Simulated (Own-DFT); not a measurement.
Simulation results for GaP (zincblende, atoms displaced)

All values are calculated (Own-DFT development build). A calculation, not a measurement: plane-wave PBE density functional theory by an unreviewed code, no spin, of a simulated periodic cell, stress positive in tension, free energy of the whole cell less one offset for each atom, forces on such cells passed a denser k mesh, this cell's mesh not checked; offsets are fitted by least squares, one for each functional and potential file, so energies compare only between cells with the same atoms and settings and are not formation energies; the far tail of each file's local potential was reset to the Coulomb form; each entry is a single point on an unrelaxed cell, so the pressure reflects the starting lattice, mostly measured values (interpolated for alloys), from which strain is counted, and rises with the displacements; printed positions are rounded, which can move forces by about a meV/angstrom; the program, named Own-DFT, is a retired in-house code; no spin-orbit coupling.

Common to all runs: functional PBE; potential files PseudoDojo norm-conserving, scalar-relativistic, standard set; wave cutoff 42 hartree; occupations Fermi-Dirac; smearing width 0.1 eV; hardware one NVIDIA H200; k mesh 2 x 3 x 3 centred on Gamma.

(1) 
```xyz
96
Lattice="16.3515 0.0000 0.0000 0.0000 10.9010 0.0000 0.0000 0.0000 10.9010" Properties=species:S:1:pos:R:3:force_x:R:1:force_y:R:1:force_z:R:1 formula=GaP free_energy_of_cell_above_offsets=-53.578 pressure=2.71 stress_xx=-2.73 stress_yy=-2.71 stress_zz=-2.71 stress_yz=-0.01 stress_xz=-0.22 stress_xy=-0.24 wall_time=905.3
Ga    16.3317    10.8829     0.0072      0.345      0.259     -0.059
Ga     0.0007     2.7173     2.7484      0.216      0.281     -0.209
Ga     2.7802     0.0017     2.6851      -0.44     -0.257       0.56
Ga     2.7072     2.6922    10.8850      0.049      0.352      0.459
P      1.3759     1.3234     1.4013     -0.343      0.274     -0.436
P      1.4026     4.1052     4.0930     -0.587     -0.194      0.062
P      4.0834     1.3543     4.0692      0.366     -0.127      0.237
P      4.1163     4.0706     1.3884     -0.494      0.325     -0.501
Ga     0.0255     0.0352     5.4427     -0.207     -0.586     -0.013
Ga    16.3424     2.7305     8.1846      0.243      0.136     -0.283
Ga     2.7426    10.8969     8.1666      -0.35      0.179      0.485
Ga     2.7267     2.6872     5.4266       0.07      0.296      0.346
P      1.3502     1.3361     6.8113      0.258      0.498      0.215
P      1.3485     4.0863     9.5485      0.072      0.119      0.054
P      4.0868     1.3676     9.5608      0.247     -0.174     -0.355
P      4.1036     4.1024     6.8196       -0.1     -0.456      -0.13
Ga    16.3243     5.4797     0.0187     -0.017     -0.407     -0.532
Ga    16.3510     8.1813     2.7052      0.016        0.1      0.095
Ga     2.6924     5.4789     2.7204      0.357     -0.365     -0.243
Ga     2.7191     8.1762    10.8976     -0.025      0.054      0.177
P      1.3292     6.7854     1.3331      0.391      0.516      0.304
P      1.3743     9.5323     4.1005      0.048      0.164     -0.394
P      4.0670     6.7713     4.1006      0.308      0.607     -0.115
P      4.1000     9.5439     1.3714     -0.023     -0.199     -0.389
Ga    16.3256     5.4694     5.4367      0.427      -0.28      0.122
Ga     0.0087     8.1633     8.1623      0.122      0.007      0.027
Ga     2.7278     5.4418     8.1684      0.033      0.011      0.262
Ga     2.7240     8.1693     5.4565      0.031     -0.052     -0.044
P      1.3783     6.7902     6.8062     -0.195      0.158      0.027
P      1.3522     9.5281     9.5578      0.112      0.123     -0.297
P      4.0971     6.8495     9.5433     -0.491     -0.543      0.013
P      4.0500     9.5614     6.8288      0.599     -0.536     -0.189
Ga     5.4746     0.0205     0.0341     -0.326     -0.188     -0.337
Ga     5.4533     2.7234     2.7371      0.103      0.002     -0.005
Ga     8.1977    10.8981     2.7514     -0.268      0.093     -0.405
Ga     8.1812     2.7378     0.0170     -0.185      -0.04     -0.311
P      6.8042     1.3673     1.3489      0.405      0.077      0.503
P      6.8160     4.1163     4.0628     -0.075     -0.324      0.543
P      9.5461     1.3580     4.0688      0.025      0.195       0.28
P      9.5360     4.0888     1.3561      0.107      0.289     -0.022
Ga     5.4611    10.8660     5.4518     -0.323      0.175     -0.126
Ga     5.4834     2.7172     8.1657     -0.417      0.049      0.084
Ga     8.1599    10.8720     8.1834     -0.111      0.106      0.122
Ga     8.1538     2.7064     5.4651       0.08      0.184      -0.42
P      6.7992     1.3498     6.7954      0.126      -0.22      0.226
P      6.7975     4.1066     9.5212      0.505     -0.204      0.032
P      9.5388     1.3477     9.5503     -0.258      0.287     -0.258
P      9.5208     4.0635     6.8160      0.027      0.382      -0.01
Ga     5.4533     5.4556    10.8465     -0.289     -0.174      0.507
Ga     5.4409     8.1786     2.6959      -0.14       -0.4      0.354
Ga     8.1837     5.4487     2.7384     -0.092        0.1     -0.322
Ga     8.1732     8.1890     0.0334     -0.179     -0.406     -0.232
P      6.7863     6.7946     1.3510      0.355      0.032      0.071
P      6.8017     9.5347     4.0569      0.078       -0.1      0.193
P      9.5409     6.7795     4.1014     -0.287      0.744      -0.11
P      9.5128     9.5294     1.3470      0.364      0.139      0.476
Ga     5.4679     5.4781     5.4906     -0.351     -0.566     -0.649
Ga     5.4309     8.1432     8.1957      0.129      0.475     -0.377
Ga     8.1768     5.4878     8.1764      0.041      -0.38     -0.043
Ga     8.1694     8.2269     5.4710      -0.17     -0.602     -0.291
P      6.7832     6.7826     6.8064      0.548      0.887      0.266
P      6.7862     9.5052     9.5790      0.152      0.244     -0.381
P      9.5450     6.8383     9.5247      -0.29     -0.197      0.431
P      9.5370     9.5600     6.7862     -0.025     -0.265        0.6
Ga    10.8634     0.0150     0.0073      0.455     -0.331     -0.058
Ga    10.8975     2.7529     2.7157      0.258      -0.31     -0.083
Ga    13.6235     0.0088     2.7481      0.147     -0.028       -0.2
Ga    13.6296     2.7303     0.0058       0.13     -0.117      -0.41
P     12.2918     1.3549     1.3327     -0.389      0.085      0.385
P     12.2683     4.0641     4.1119     -0.067      0.377     -0.253
P     15.0069     1.3712     4.1059     -0.271     -0.035     -0.099
P     14.9845     4.0899     1.3328      0.146     -0.148      0.479
Ga    10.8812    10.8958     5.4704      0.357      0.257     -0.388
Ga    10.8936     2.7527     8.1927      0.027     -0.241     -0.023
Ga    13.6393     0.0172     8.1824     -0.199     -0.289     -0.147
Ga    13.6248     2.7241     5.4531      0.197      0.066      0.217
P     12.2551     1.3794     6.8070          0      -0.14       0.23
P     12.2615     4.1075     9.5445     -0.037     -0.215      0.088
P     15.0248     1.3583     9.5092     -0.392        0.1      0.472
P     14.9878     4.1226     6.8312     -0.034      -0.42      -0.27
Ga    10.9198     5.4782     0.0041     -0.211     -0.116     -0.037
Ga    10.9029     8.1917     2.7513      -0.15     -0.301     -0.333
Ga    13.6555     5.4457     2.7431     -0.302     -0.257       -0.1
Ga    13.6330     8.1755     0.0159     -0.098     -0.236     -0.348
P     12.2765     6.7997     1.3715     -0.016      0.233      0.242
P     12.2588     9.5350     4.0779      0.123      0.074      0.443
P     14.9967     6.7982     4.0828     -0.145      0.457     -0.021
P     14.9758     9.5466     1.3275     -0.059     -0.041      0.615
Ga    10.8785     5.4693     5.4364      0.288     -0.474       0.35
Ga    10.8764     8.1733     8.2028      0.262      0.198     -0.508
Ga    13.5952     5.4322     8.1644      0.187      0.297      0.134
Ga    13.6122     8.1487     5.4846      0.236      0.278     -0.364
P     12.2588     6.8165     6.8124     -0.383      -0.13      0.169
P     12.2531     9.5112     9.5356      0.049      0.454      0.155
P     14.9967     6.8064     9.5132     -0.316      0.072      0.121
P     15.0052     9.5298     6.8091     -0.094      0.203     -0.103
```

Units: free_energy_of_cell_above_offsets in eV; pressure, stress_xx, stress_yy, stress_zz, stress_yz, stress_xz, stress_xy in GPa; wall_time in s; force_x, force_y, force_z in eV/Å.

(2) 
```xyz
96
Lattice="16.3515 0.0000 0.0000 0.0000 10.9010 0.0000 0.0000 0.0000 10.9010" Properties=species:S:1:pos:R:3:force_x:R:1:force_y:R:1:force_z:R:1 formula=GaP free_energy_of_cell_above_offsets=-53.605 pressure=2.71 stress_xx=-2.71 stress_yy=-2.71 stress_zz=-2.7 stress_yz=0.28 stress_xz=0.17 stress_xy=-0.09 wall_time=892.8
Ga     0.0147    10.8932    10.8920     -0.115     -0.054     -0.083
Ga    16.3364     2.7395     2.7132     -0.015     -0.174      0.039
Ga     2.7046     0.0088     2.7212      0.331      0.028     -0.328
Ga     2.7228     2.7303     0.0161      0.063     -0.059     -0.343
P      1.3510     1.3618     1.3464     -0.017      0.173      0.176
P      1.3469     4.0595     4.1105      0.089      0.334     -0.223
P      4.0961     1.3606     4.0648     -0.218     -0.069      0.178
P      4.1044     4.0881     1.3416     -0.061     -0.018      0.279
Ga     0.0368    10.8957     5.4352     -0.619      0.178      0.028
Ga    16.3338     2.6879     8.1510       0.15      0.512      0.236
Ga     2.7232    10.8889     8.1373      0.071      0.323      0.095
Ga     2.7407     2.7385     5.4244     -0.212      -0.42      0.243
P      1.3357     1.3584     6.8144      0.562      0.126     -0.343
P      1.3706     4.1054     9.5326     -0.068      -0.29     -0.306
P      4.0835     1.3463     9.5170     -0.026      0.229      0.131
P      4.0638     4.0711     6.8137      0.205      0.142     -0.109
Ga    16.3510     5.4481    10.8725     -0.137       0.22      0.083
Ga     0.0171     8.1732     2.7564      0.215      0.215     -0.634
Ga     2.7371     5.4258     2.7504     -0.021      0.123     -0.112
Ga     2.7321     8.1767     0.0225      0.023      0.089     -0.491
P      1.3919     6.8026     1.3378     -0.288     -0.037      0.431
P      1.3774     9.5795     4.0744      0.078     -0.528      0.134
P      4.1151     6.8260     4.1023     -0.326     -0.228      0.075
P      4.1019     9.5413     1.3398     -0.045     -0.079      0.566
Ga     0.0202     5.4644     5.4689     -0.219     -0.061     -0.014
Ga    16.3286     8.1596     8.1577      0.051      0.488      0.459
Ga     2.7376     5.4788     8.1457     -0.102     -0.117      0.303
Ga     2.7302     8.1883     5.4591      0.127      0.202     -0.061
P      1.3557     6.8569     6.8356      0.215     -0.329     -0.313
P      1.3912     9.5783     9.5099     -0.261     -0.738      0.213
P      4.1182     6.8038     9.5361     -0.488      0.199      0.055
P      4.1211     9.5780     6.8109     -0.224     -0.579      0.038
Ga     5.4407     0.0065     0.0119      0.276      0.003     -0.292
Ga     5.4343     2.7023     2.7207      0.318      0.188      -0.21
Ga     8.1497     0.0271     2.7461      0.538     -0.488     -0.007
Ga     8.1860     2.7145    10.8868     -0.203      0.104      0.177
P      6.8419     1.3303     1.3885     -0.428      0.497     -0.421
P      6.8207     4.0823     4.0669     -0.128     -0.172      0.164
P      9.5494     1.3794     4.0629     -0.047     -0.261      0.436
P      9.5742     4.1014     1.3272     -0.426     -0.472      0.301
Ga     5.4385     0.0149     5.4521      0.375      0.003     -0.221
Ga     5.4514     2.7219     8.1501     -0.126     -0.123      0.221
Ga     8.1831    10.8542     8.1751     -0.071      0.448      0.133
Ga     8.1974     2.7350     5.4403     -0.103     -0.043      0.158
P      6.8114     1.3551     6.8201      0.302      0.028     -0.187
P      6.7972     4.0676     9.5248      0.083      0.221       0.24
P      9.5234     1.3568     9.5557      0.257     -0.018       -0.5
P      9.5655     4.1178     6.8114     -0.238     -0.364     -0.093
Ga     5.4471     5.4850     0.0091      0.413     -0.242      0.035
Ga     5.4694     8.1767     2.7605     -0.107      0.189     -0.277
Ga     8.1987     5.3986     2.7123      0.207       0.48      0.217
Ga     8.1639     8.1721     0.0009      0.206     -0.022      0.224
P      6.8316     6.8161     1.4135     -0.033     -0.096      -0.34
P      6.8435     9.5231     4.1037     -0.389      0.403      0.011
P      9.5623     6.8426     4.1160     -0.475     -0.184     -0.434
P      9.5564     9.5554     1.3536     -0.455     -0.222      0.324
Ga     5.4495     5.4187     5.4569      0.086      0.132     -0.009
Ga     5.4459     8.1777     8.2121       0.16     -0.011     -0.413
Ga     8.1867     5.4232     8.1715     -0.033      0.228      0.234
Ga     8.1442     8.1723     5.4609      0.318     -0.185      0.206
P      6.8128     6.7894     6.8263     -0.146      0.111      0.029
P      6.8288     9.5156     9.5349      -0.25      0.257      0.232
P      9.5473     6.8282     9.5439     -0.152     -0.153     -0.102
P      9.5388     9.5377     6.8195     -0.095      -0.24     -0.172
Ga    10.8822     0.0066     0.0265      0.152      -0.23     -0.641
Ga    10.8924     2.7130     2.7172      0.467      0.141      -0.25
Ga    13.6160    10.8770     2.7257      0.063      0.211     -0.148
Ga    13.6215     2.7226    10.8939      0.301     -0.132      0.061
P     12.2557     1.3193     1.3193      0.222      0.498      0.574
P     12.2894     4.0989     4.0754     -0.496     -0.077      0.127
P     14.9608     1.3726     4.0667       0.25     -0.172      0.211
P     14.9900     4.1178     1.3828     -0.068     -0.208     -0.413
Ga    10.8946    10.8828     5.4772      -0.25      0.142     -0.434
Ga    10.9180     2.7387     8.1485     -0.198     -0.095       0.42
Ga    13.6357     0.0360     8.1973      -0.16     -0.287     -0.622
Ga    13.5880     2.7046     5.4517      0.239      0.154     -0.066
P     12.2220     1.3525     6.7903      0.421      0.012      0.358
P     12.2655     4.0910     9.5611          0     -0.023     -0.291
P     15.0025     1.3279     9.4965      0.008      0.571      0.724
P     14.9690     4.0802     6.8187      0.115      0.012     -0.162
Ga    10.8787     5.4397    10.8981       0.38      0.398     -0.169
Ga    10.9078     8.1863     2.7284      0.029     -0.005     -0.086
Ga    13.6121     5.4598     2.7225      0.383      0.176      0.163
Ga    13.5964     8.1861    10.8833      0.098      0.071       0.31
P     12.2679     6.7955     1.3689     -0.214      0.268     -0.177
P     12.2536     9.5595     4.0975      0.033      -0.28      0.053
P     15.0326     6.8427     4.0727     -0.634     -0.341       0.46
P     14.9913     9.5437     1.3561      0.085     -0.269      0.042
Ga    10.8722     5.4648     5.4371      0.672      0.054      0.133
Ga    10.9029     8.1771     8.1597      0.145      0.141      0.322
Ga    13.6486     5.4516     8.1957     -0.144     -0.218      0.069
Ga    13.5980     8.1838     5.4780      0.278     -0.094      -0.09
P     12.2770     6.7986     6.8739     -0.196     -0.077     -0.686
P     12.2997     9.5637     9.5145     -0.703     -0.042      0.197
P     14.9489     6.8449     9.5322      0.501     -0.255      0.185
P     14.9974     9.5474     6.8221     -0.133      0.161      -0.24
```

Units: free_energy_of_cell_above_offsets in eV; pressure, stress_xx, stress_yy, stress_zz, stress_yz, stress_xz, stress_xy in GPa; wall_time in s; force_x, force_y, force_z in eV/Å.

(3) 
```xyz
96
Lattice="16.3515 0.0000 0.0000 0.0000 10.9010 0.0000 0.0000 0.0000 10.9010" Properties=species:S:1:pos:R:3:force_x:R:1:force_y:R:1:force_z:R:1 formula=GaP free_energy_of_cell_above_offsets=-53.628 pressure=2.71 stress_xx=-2.71 stress_yy=-2.71 stress_zz=-2.71 stress_yz=0.16 stress_xz=-0.18 stress_xy=0.03 wall_time=927.7
Ga    16.3333    10.8938     0.0018       0.03      0.252     -0.214
Ga     0.0001     2.7461     2.7213      0.114     -0.085      0.123
Ga     2.7178     0.0139     2.7251       0.05     -0.015      0.049
Ga     2.7069     2.7245    10.8748     -0.003      0.044      0.257
P      1.3407     1.3424     1.3772      0.032      0.333     -0.269
P      1.3795     4.1132     4.0696     -0.182     -0.231      0.206
P      4.0866     1.3726     4.0616     -0.022     -0.053      0.238
P      4.0687     4.1023     1.3746      0.108     -0.087      -0.35
Ga    16.3204     0.0046     5.4366       0.43     -0.002      0.098
Ga     0.0178     2.7025     8.1322     -0.137      0.617       0.48
Ga     2.7272     0.0199     8.2175     -0.156     -0.443     -0.471
Ga     2.7339     2.7378     5.4299     -0.062      -0.08      0.149
P      1.3496     1.3747     6.8262      0.424     -0.394     -0.474
P      1.3670     4.1366     9.5310     -0.499     -0.589      0.062
P      4.0774     1.3434     9.5347      0.261      0.406      0.247
P      4.0892     4.0812     6.8316     -0.157      0.044     -0.091
Ga    16.3159     5.4550     0.0164      0.495       0.11      0.081
Ga    16.3368     8.2099     2.6990      0.312     -0.433      0.096
Ga     2.7310     5.4621     2.7419      0.131      0.137     -0.113
Ga     2.6971     8.1949     0.0110      0.602     -0.165      0.134
P      1.4045     6.8207     1.3622     -0.648     -0.081      0.161
P      1.3706     9.5393     4.0703     -0.351      0.253      0.101
P      4.0872     6.7988     4.1208     -0.068      0.174     -0.048
P      4.0889     9.5517     1.4021      -0.07     -0.075     -0.336
Ga     0.0147     5.4451     5.4600      -0.03     -0.014     -0.043
Ga    16.3283     8.2107     8.1616      0.239     -0.332      0.394
Ga     2.6925     5.4479     8.1620      0.444      0.329      0.095
Ga     2.6861     8.1936     5.4391      0.439     -0.076       0.17
P      1.3546     6.8305     6.8115     -0.117       0.05      0.078
P      1.3640     9.5244     9.5800     -0.179      0.294     -0.521
P      4.0751     6.7904     9.5833      0.065      0.359     -0.558
P      4.1125     9.5490     6.7975     -0.465      0.024      0.183
Ga     5.4453     0.0034     0.0064      0.049     -0.032      0.126
Ga     5.4204     2.7538     2.7235      0.347     -0.142     -0.117
Ga     8.1870    10.8674     2.7172     -0.197      0.275      0.288
Ga     8.1776     2.7355    10.8985     -0.208     -0.067     -0.235
P      6.8353     1.3711     1.3549     -0.244     -0.042      0.199
P      6.8186     4.1011     4.0835     -0.278     -0.069       0.16
P      9.5726     1.3553     4.0875     -0.468      0.056     -0.089
P      9.4959     4.0978     1.3350      0.356      0.026      0.437
Ga     5.4513     0.0256     5.4455     -0.037     -0.195      -0.25
Ga     5.4526     2.7323     8.1859     -0.135     -0.271     -0.113
Ga     8.1911    10.8835     8.1905     -0.362      0.295     -0.038
Ga     8.2083     2.7743     5.4419     -0.243     -0.511      0.024
P      6.7846     1.3620     6.7992      0.631      0.199      0.132
P      6.8071     4.0838     9.5076       0.27      0.085      0.198
P      9.5337     1.3920     9.5324      0.037     -0.521       0.33
P      9.5578     4.0921     6.8130      0.017      0.006      0.282
Ga     5.4809     5.4384    10.8894     -0.282     -0.062       0.13
Ga     5.4327     8.1902     2.7635      0.009     -0.486     -0.327
Ga     8.1431     5.4484     2.7201      0.226      0.206       0.02
Ga     8.1683     8.2005     0.0115      0.086     -0.486     -0.315
P      6.8153     6.8087     1.3451     -0.182      0.267      0.274
P      6.8043     9.4963     4.0919      0.187       0.63      0.129
P      9.5172     6.8179     4.1101      0.062      0.118     -0.276
P      9.5300     9.5151     1.3729       0.14      0.187     -0.146
Ga     5.4473     5.4540     5.4899     -0.007     -0.201     -0.282
Ga     5.4687     8.1896     8.1724     -0.481     -0.466      0.075
Ga     8.1802     5.4758     8.1615     -0.087     -0.296     -0.103
Ga     8.1721     8.2023     5.4853      0.108     -0.166     -0.078
P      6.8063     6.8089     6.7997      0.141      0.215      0.273
P      6.7901     9.5146     9.5436      0.303      0.408      0.061
P      9.5489     6.7911     9.5095     -0.158      0.334      0.547
P      9.5591     9.5548     6.8345     -0.121     -0.195     -0.081
Ga    10.9040    10.8680     0.0246     -0.234       0.56      -0.08
Ga    10.8921     2.7333     2.7124      -0.09       0.24      0.094
Ga    13.6296     0.0113     2.7355      0.103      0.114     -0.243
Ga    13.6683     2.7291     0.0453     -0.411      0.093     -0.385
P     12.2470     1.3960     1.3691      0.237     -0.432     -0.063
P     12.2688     4.0510     4.1275     -0.201      0.514     -0.475
P     14.9930     1.3821     4.0963     -0.008     -0.052     -0.229
P     14.9733     4.1125     1.3945      0.406     -0.318     -0.292
Ga    10.8887     0.0103     5.4638      0.388     -0.033      0.009
Ga    10.9104     2.7226     8.2183      0.028      0.063     -0.389
Ga    13.6200     0.0320     8.1579      0.181     -0.202      0.597
Ga    13.6339     2.7191     5.4454     -0.096     -0.179      0.353
P     12.2777     1.3440     6.8549     -0.359      0.458     -0.543
P     12.2581     4.0837     9.5437      0.283      0.099      0.344
P     14.9882     1.4044     9.5272      0.116     -0.352      0.152
P     14.9857     4.0795     6.7983      0.024      0.153      0.181
Ga    10.8995     5.4539     0.0275     -0.184     -0.241     -0.459
Ga    10.8950     8.1873     2.7137      0.161     -0.239       0.46
Ga    13.6470     5.4297     2.7136     -0.462      0.316      0.654
Ga    13.5621     8.1900     0.0075      0.359      -0.22      0.024
P     12.2340     6.7804     1.3643      0.302      0.329      0.295
P     12.3020     9.5550     4.1003     -0.546     -0.071      -0.14
P     15.0273     6.8043     4.0865     -0.386      0.249     -0.032
P     14.9981     9.5357     1.3399      -0.58      0.105      0.145
Ga    10.8814     5.4666     5.4542      0.271      -0.09     -0.061
Ga    10.8990     8.1714     8.1942      0.203      0.004     -0.137
Ga    13.6273     5.4614     8.1906      0.094     -0.145     -0.034
Ga    13.6112     8.1860     5.4551      0.487      -0.16       0.04
P     12.2769     6.8141     6.8112     -0.161      0.081      0.102
P     12.2502     9.5647     9.5536      0.128      -0.12     -0.326
P     14.9900     6.8157     9.5710     -0.256      0.327     -0.275
P     14.9954     9.5755     6.8469     -0.306     -0.222     -0.435
```

Units: free_energy_of_cell_above_offsets in eV; pressure, stress_xx, stress_yy, stress_zz, stress_yz, stress_xz, stress_xy in GPa; wall_time in s; force_x, force_y, force_z in eV/Å.
